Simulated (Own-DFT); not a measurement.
# Strain and stress in hcp Ru, 36 atoms (Ru36)

Source: density functional calculations with Own-DFT, an unreviewed in-house program that is no longer used. Nothing was measured or relaxed, and spin and spin-orbit coupling are left out.

Method: PBE; PseudoDojo norm-conserving scalar-relativistic files; cutoff 50 hartree; 5 x 5 x 4 k mesh centred on Gamma; cold (Marzari-Vanderbilt) smearing of 0.2 eV.

Keep in mind: forces on such cells failed a check on a denser k mesh; stress not checked against mesh or cutoff.

Unstrained cell vectors in Å: (8.118, 0.000, 0.000); (-4.059, 7.030, 0.000); (0.000, 0.000, 8.563). The unstrained cell has measured lattice constants (interpolated for alloys), not those of this functional. That, the random moves and any unrelaxed bonds set the pressure at no strain. In each run the cell takes a homogeneous strain; fractional positions stay. Each atom got a random Gaussian move of width 0.05 Å along each axis. Stress is counted positive in tension, P = -(s_xx + s_yy + s_zz)/3, and strain components are those of the symmetric tensor.

```
run  e_xx (%)  e_yy (%)  e_zz (%)  e_yz (%)  e_xz (%)  e_xy (%)  s_xx (GPa)  s_yy (GPa)  s_zz (GPa)  s_yz (GPa)  s_xz (GPa)  s_xy (GPa)  P (GPa)  E (meV/atom)
  1      1.43      0.71     -1.71      1.24     -0.17     -0.46       -0.75       -3.93      -15.31        5.43       -0.75       -1.93     6.66          20.5
  2     -0.19      1.38      0.76     -1.86      1.76     -0.70       -4.98        0.32       -1.62       -6.40        5.84       -2.52     2.09          30.6
  3     -0.92     -1.78      1.87     -0.66      0.92      0.87      -13.64      -16.90       -0.58       -2.34        3.86        3.91    10.38          30.1
  4      0.17     -0.45      0.08     -1.74     -1.81      1.86       -8.47      -10.78       -9.19       -6.19       -6.32        7.55     9.48          47.1
  5     -0.14     -0.58      0.48      0.30     -0.59      1.34       -9.11      -11.25       -5.94        1.10       -2.01        5.43     8.77          31.2
  6      1.61      1.64     -1.35      0.73     -1.78      1.05        2.51        1.78      -10.12        2.65       -6.64        3.79     1.94          15.5
  7      1.27     -1.37      0.97     -1.39     -0.21     -1.79       -1.23      -13.21       -2.06       -5.10       -1.11       -7.56     5.50          35.5
  8      1.46     -0.16      1.64      0.43      1.61      0.10        3.71       -1.89        5.34        1.77        5.39        0.56    -2.39           0.0
  9      0.73     -0.15     -1.51     -1.24      0.23      0.96       -5.67      -10.94      -17.30       -5.82        0.78        3.79    11.30          28.3
 10      0.05      0.03     -0.69      0.64     -1.57      1.96       -8.81       -9.77      -12.48        2.67       -6.25        7.60    10.35          32.7
 11      0.53      0.84      0.42     -0.22     -1.96      1.08       -2.54       -1.63       -3.17       -0.89       -7.38        2.79     2.45          27.3
 12      0.54      0.22     -0.71      0.45      0.67     -0.13       -4.80       -6.22      -10.34        2.10        2.58       -0.46     7.12           5.1
 13     -1.90     -1.09     -0.29      1.14      0.57      1.54      -24.29      -19.24      -15.82        4.57        2.50        6.31    19.78          58.2
 14     -1.16      1.83     -0.68     -0.80      1.32     -0.29      -11.86       -0.24      -11.09       -3.38        5.57       -0.20     7.73          19.0
 15      1.87     -1.96      0.93      0.82     -0.88      0.85        0.29      -15.25       -2.23        3.49       -2.77        4.11     5.73          37.8
 16     -0.50     -0.41     -1.35      0.87     -0.34      1.82           ?           ?           ?           ?           ?           ?        ?             ?
```

E is the free energy per atom, counted from the lowest run shown.

## Working it out

Each stress component was fitted by least squares to a constant and the strains of the runs shown, as fractions, with shears doubled. Shear strains stay in the fit of a normal stress only where such slopes are resolved. The slopes, in GPa:

| stress | at no strain | per e_xx | per e_yy | per e_zz | scatter |
|---|---|---|---|---|---|
| s_xx | -8.1 | 625 ± 18 | 227 ± 19 | 184 ± 20 | 0.72 |
| s_yy | -8.3 | 192 ± 18 | 614 ± 20 | 196 ± 21 | 0.75 |
| s_zz | -8.1 | 194 ± 14 | 188 ± 16 | 651 ± 17 | 0.59 |

The slope of each shear stress on twice its own strain, from a fit on all six strains: yz 199 ± 7, xz 183 ± 7, xy 207 ± 11 GPa. These are stiffnesses along x, y and z of the frame in which the cell vectors are given, with the crystal's c axis along z: C11, C12, C13 and C33. Hexagonal symmetry asks that xx and yy behave alike, which is a second check on the noise. These are clamped-ion slopes: internal relaxation, where symmetry allows it, would soften some. The table should be nearly symmetric about its diagonal, and what it lacks of that shows the noise. A ninth of the table's sum, 341 ± 9 GPa, estimates the bulk modulus near the mean pressure of these runs, 7.1 GPa, so it lies above the value at zero pressure.

## Check

Asked: what normal stresses and pressure should run 16 give?

From the fit: s_xx = -14.7, s_yy = -14.4, s_zz = -18.7 and P = 15.9 GPa. Computed: -14.67, -15.12, -19.99 and P = 16.59 GPa.
